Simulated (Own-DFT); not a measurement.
# Which defects push the lattice out? B20 RuSi

The numbers are computed, not measured, by runs of the plane-wave DFT program Own-DFT (in-house, retired, unreviewed) at fixed positions, with no spin and no spin-orbit coupling.

Method: PBE; PseudoDojo norm-conserving scalar-relativistic files; cutoff 50 hartree; 5 x 4 x 5 k mesh centred on Gamma; cold (Marzari-Vanderbilt) smearing of 0.2 eV.

Caveats (not all hold for every row): not probed for a lower state with spin; forces on such cells failed a check on a denser k mesh; stress not checked against mesh or cutoff.

All runs share one cell, with vectors in Å (4.709, 0.000, 4.709); (0.000, 9.417, 0.000); (-4.709, 0.000, 4.709) and a volume of 417.6 Å³. Atoms were moved at random from their sites; u is the rms move along one axis. The defect's site can differ from row to row.

```
               cell   formula   u (Å)  P (GPa)
          no defect  Ru16Si16  0.0206     4.88
          no defect  Ru16Si16  0.0215     5.08
          no defect  Ru16Si16  0.0568     8.30
one Si on a Ru site  Ru15Si17  0.0302     5.20
one Si on a Ru site  Ru15Si17  0.0443     7.12
one Si on a Ru site  Ru15Si17  0.0473     7.29
     one Ru vacancy  Ru15Si16  0.0284     2.52
     one Ru vacancy  Ru15Si16  0.0457     3.41
     one Ru vacancy  Ru15Si16  0.0545     4.93
     one Si vacancy  Ru16Si15  0.0263     1.94
     one Si vacancy  Ru16Si15  0.0278     1.98
     one Si vacancy  Ru16Si15  0.0474     3.08
one Ru on a Si site  Ru17Si15  0.0327     8.71
one Ru on a Si site  Ru17Si15  0.0343        ?
one Ru on a Si site  Ru17Si15  0.0453     8.77
one Ru on a Si site  Ru17Si15  0.0460     8.29
```

## Analysis

P = P0 + c u² + a shift for each defect gives P0 = 4.64 GPa, c = 1058 ± 145 GPa/Å² and a scatter of 0.48 GPa. The shifts, and each times the cell's volume:

- one Ru on a Si site: 2.11 ± 0.39 GPa, 5.5 eV
- one Si on a Ru site: 0.10 ± 0.39 GPa, 0.3 eV (not resolved)
- one Ru vacancy: -3.08 ± 0.40 GPa, -8.0 eV
- one Si vacancy: -3.61 ± 0.39 GPa, -9.4 eV

Against the defect-free cell, a freed cell would be larger where the shift is positive and smaller where it is negative (160.2 GPa Å³ is 1 eV). The atoms around the defects weren't relaxed, which would change these numbers.

## Check

Asked: what pressure belongs in the blank (one Ru on a Si site, u = 0.0343 Å)?

Estimate: 7.98 ± 0.56 GPa. The run itself gave 8.53 GPa.
